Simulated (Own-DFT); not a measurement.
Simulation results for Hf36O71 (tetragonal hafnia with one neutral oxygen vacancy, atoms displaced)

Computed with Own-DFT development build. A calculation, not a measurement: plane-wave PBE and HSE06 DFT by an unreviewed code, no spin, of a simulated cell at Gamma alone, so results move with cell size and shape, stress positive in tension, energies less offsets, not probed for a lower state with spin; hafnium file: forces about 75 meV/angstrom off all-electron values; oxygen file: force components 24 meV/angstrom off all-electron in a glass; k mesh not checked against a denser one; forces and stress are PBE's, HSE06 gives the energy alone, and its difference from PBE has offsets of its own; offsets are fitted by least squares, one for each functional and potential file, so energies compare only between cells with the same atoms and settings and are not formation energies; the far tail of each file's local potential was reset to the Coulomb form; each entry is a single point on an unrelaxed cell, so the pressure reflects the starting lattice, taken from the Materials Project, from which strain is counted, and rises with the displacements; printed positions are rounded, which can move forces by about a meV/angstrom; the program is a retired in-house code; no spin-orbit coupling.

Entry: Hf36O71 (tetragonal hafnia with one neutral oxygen vacancy, atoms displaced)

```
Hf36O71
1.0
     10.7800     0.0000     0.0000
      0.0000    10.7800     0.0000
      0.0000     0.0000    10.4493
Hf O Hf O Hf O Hf O Hf O Hf O Hf O Hf O Hf O Hf O Hf O Hf O Hf O Hf O Hf O Hf O Hf O Hf O
2 4 2 4 2 4 2 4 2 4 2 4 2 4 2 4 2 4 2 4 2 4 2 4 2 3 2 4 2 4 2 4 2 4 2 4
Direct
  0.99954 0.99965 0.99644
  0.16827 0.16837 0.24627
  0.99855 0.16333 0.14572
  0.16505 0.99833 0.34488
  0.99307 0.16328 0.40446
  0.16345 0.00005 0.10043
  0.99442 0.00482 0.50215
  0.17006 0.16700 0.74917
  0.00214 0.17019 0.65465
  0.17317 0.99924 0.84740
  0.99547 0.16675 0.90729
  0.16920 0.99943 0.59870
  0.99910 0.33341 0.00179
  0.16936 0.50217 0.24872
  0.00013 0.49916 0.15349
  0.16744 0.33690 0.34666
  0.00068 0.50389 0.40335
  0.16828 0.33567 0.09951
  0.99590 0.32749 0.50274
  0.17192 0.50184 0.74797
  0.99927 0.50105 0.65143
  0.16424 0.33273 0.84876
  0.00006 0.49851 0.90408
  0.16804 0.33351 0.59416
  0.99785 0.67014 0.99797
  0.16377 0.83331 0.25054
  0.99934 0.83101 0.15415
  0.16507 0.66247 0.34927
  0.99465 0.83537 0.40299
  0.16613 0.66436 0.09670
  0.00031 0.67020 0.50318
  0.17134 0.83198 0.74835
  0.00440 0.82767 0.65511
  0.16890 0.67099 0.84733
  0.00122 0.83254 0.90488
  0.16988 0.66477 0.59812
  0.33044 0.99835 0.00074
  0.50279 0.16633 0.24891
  0.33356 0.16733 0.15580
  0.50494 0.00224 0.34474
  0.32765 0.16867 0.40334
  0.50236 0.99992 0.10003
  0.32936 0.99785 0.49990
  0.50100 0.16461 0.75241
  0.33213 0.16602 0.65183
  0.49877 0.99957 0.84775
  0.33752 0.16825 0.90004
  0.50261 0.00018 0.59597
  0.33512 0.33375 0.99607
  0.49663 0.49654 0.24843
  0.33096 0.50189 0.15509
  0.49908 0.33385 0.34348
  0.33047 0.50097 0.40099
  0.49910 0.33785 0.10195
  0.33754 0.32880 0.50044
  0.49774 0.50135 0.74510
  0.33092 0.49815 0.65514
  0.50073 0.32868 0.84962
  0.33269 0.50986 0.90186
  0.50484 0.33497 0.59915
  0.33235 0.66852 0.99718
  0.49694 0.84114 0.25276
  0.33220 0.83419 0.14834
  0.49971 0.66349 0.34824
  0.33033 0.83483 0.40131
  0.49905 0.66432 0.10009
  0.33036 0.66584 0.50028
  0.50123 0.83016 0.74724
  0.33475 0.83544 0.64753
  0.49766 0.66983 0.85340
  0.32810 0.83348 0.90303
  0.50055 0.66538 0.59864
  0.66463 0.00429 0.99878
  0.83722 0.16368 0.24917
  0.66464 0.16514 0.15527
  0.66431 0.16778 0.40485
  0.83038 0.00407 0.09871
  0.66697 0.99803 0.49947
  0.83196 0.16898 0.75233
  0.66235 0.16734 0.64632
  0.83302 0.00201 0.84700
  0.66556 0.16580 0.89916
  0.83842 0.99863 0.60307
  0.66123 0.33496 0.00006
  0.83415 0.50080 0.24646
  0.66505 0.49728 0.15391
  0.82985 0.32966 0.34641
  0.66609 0.50327 0.40107
  0.83133 0.33379 0.09881
  0.67590 0.33536 0.49875
  0.83172 0.50294 0.75329
  0.66716 0.50303 0.65019
  0.83636 0.33200 0.84871
  0.66910 0.49733 0.90320
  0.83782 0.33241 0.60266
  0.66431 0.66517 0.99946
  0.82731 0.83191 0.24536
  0.67347 0.83329 0.15176
  0.83140 0.67175 0.34977
  0.66293 0.83292 0.40606
  0.83617 0.66882 0.09601
  0.66494 0.66360 0.49941
  0.83056 0.83061 0.74753
  0.66313 0.83342 0.65108
  0.83336 0.66715 0.84678
  0.66507 0.83491 0.90557
  0.83122 0.66434 0.59958
```

* first functional: PBE
* second functional: HSE06
* exact exchange share: 0.25
* screening: 0.11 1/bohr
* exchange divergence: Gygi-Baldereschi
* potential files: PseudoDojo norm-conserving, scalar-relativistic, made for PBE, standard set
* wave cutoff: 48 hartree
* occupations: fixed
* k mesh: 1 x 1 x 1 centred on Gamma
* PBE energy of cell above offsets: -100.897 eV
* HSE06 less PBE above offsets: -0.143 eV
* PBE pressure: 0.79 GPa
* PBE stress xx: -0.49 GPa
* PBE stress yy: -0.53 GPa
* PBE stress zz: -1.34 GPa
* PBE stress yz: -0.19 GPa
* PBE stress xz: 0.71 GPa
* PBE stress xy: 0.01 GPa

Force:
```tsv
element	x (eV/Å)	y (eV/Å)	z (eV/Å)
Hf	-0.457	0.23	0.787
Hf	-0.192	0.279	0.473
O	0.413	0.411	1.132
O	0.203	0.657	0.277
O	-0.228	0.406	-0.753
O	0.508	0.065	-0.626
Hf	1.126	-1.562	-0.317
Hf	-0.256	0.136	0.115
O	-0.193	-0.223	-0.108
O	-0.403	0.448	0.145
O	0.334	-0.265	-0.797
O	-0.728	0.111	-0.132
Hf	-0.013	0.381	0.091
Hf	-0.915	-0.476	0.452
O	-0.24	-0.142	-0.08
O	-0.39	-1.121	-0.223
O	-0.686	-0.826	0.375
O	0.143	-0.494	-0.627
Hf	1.568	1.944	-0.525
Hf	-2.177	-0.183	0.619
O	0.232	0.097	0.686
O	0.592	0.162	-0.242
O	-0.12	0.645	-0.103
O	-0.069	-0.095	0.26
Hf	0.879	-0.919	0.537
Hf	-0.14	-0.362	-0.116
O	-0.22	0.15	-0.218
O	0.181	1.578	0.138
O	0.217	0.512	0.434
O	-0.143	0.227	-0.132
Hf	-0.382	-0.73	-0.633
Hf	-0.276	0.403	0.199
O	-0.72	0.005	0.121
O	-0.182	-0.805	-0.295
O	-0.216	0.537	-0.546
O	-0.173	0.07	0.286
Hf	-0.003	-0.082	0.044
Hf	-0.085	0.433	0.429
O	0.198	-0.131	-0.739
O	-0.434	0.069	0.665
O	0.258	-0.869	-0.074
O	-0.685	-0.153	-0.267
Hf	0.367	0.585	0.118
Hf	-0.01	-0.247	-0.896
O	0.697	0.241	0.018
O	-0.035	-0.465	-0.033
O	-0.333	-0.205	0.581
O	-0.952	-0.096	-0.105
Hf	-0.661	0.427	0.541
Hf	0.078	1.144	0.354
O	0.651	-0.175	-0.829
O	-0.109	-0.508	0.749
O	0.376	-0.376	0.763
O	-0.342	-0.325	-0.886
Hf	-0.472	0.736	-0.399
Hf	0.574	-0.297	0.415
O	1.201	0.077	-0.579
O	-0.193	1.466	0.037
O	0.16	-2.325	-0.461
O	-0.465	0.394	-0.226
Hf	-0.036	0.597	1.372
Hf	0.458	-1.862	-0.604
O	0.128	0.349	0.565
O	-0.141	0.998	-0.083
O	0.395	-0.349	-0.25
O	0.338	0.194	-0.547
Hf	0.627	-0.147	-1.16
Hf	-0.259	0.768	0.416
O	0.247	-0.271	0.314
O	0.486	-0.558	-0.88
O	0.384	0.375	-0.387
O	-0.713	-0.194	0.542
Hf	0.481	-0.653	0.273
Hf	-0.528	-0.57	-0.139
O	0.469	0.255	-0.538
O	0.363	-0.309	-0.216
O	0.447	-0.102	-0.06
Hf	0.106	0.732	0.095
Hf	-0.086	-0.146	-0.159
O	1.193	-0.023	0.944
O	0.001	-0.678	-0.063
O	-0.004	0.522	0.131
O	-1.183	-0.095	-0.613
Hf	0.934	-0.255	0.517
Hf	0.329	0.186	0.757
O	0.347	0.242	-0.458
O	0.195	0.704	0.391
O	0.273	-0.945	0.141
O	-0.167	0.031	-0.302
Hf	-0.892	-0.302	-0.097
Hf	1.03	-0.595	-0.473
O	-0.123	-0.215	0.465
O	-0.375	0.356	-0.052
O	-0.26	0.516	-0.376
O	-1.046	-0.06	-0.169
Hf	-0.25	0.432	0.767
Hf	1.771	0.48	1.374
O	-2.422	-0.144	-0.242
O	-0.191	-0.804	-0.468
O	0.194	0.278	-0.468
O	-0.963	-0.459	0.039
Hf	0.375	0.179	-0.579
Hf	0.546	0.59	0.115
O	0.775	-0.002	0.313
O	-0.181	0.22	0.311
O	0.182	-0.309	-0.438
O	0.083	0.48	0.103
```
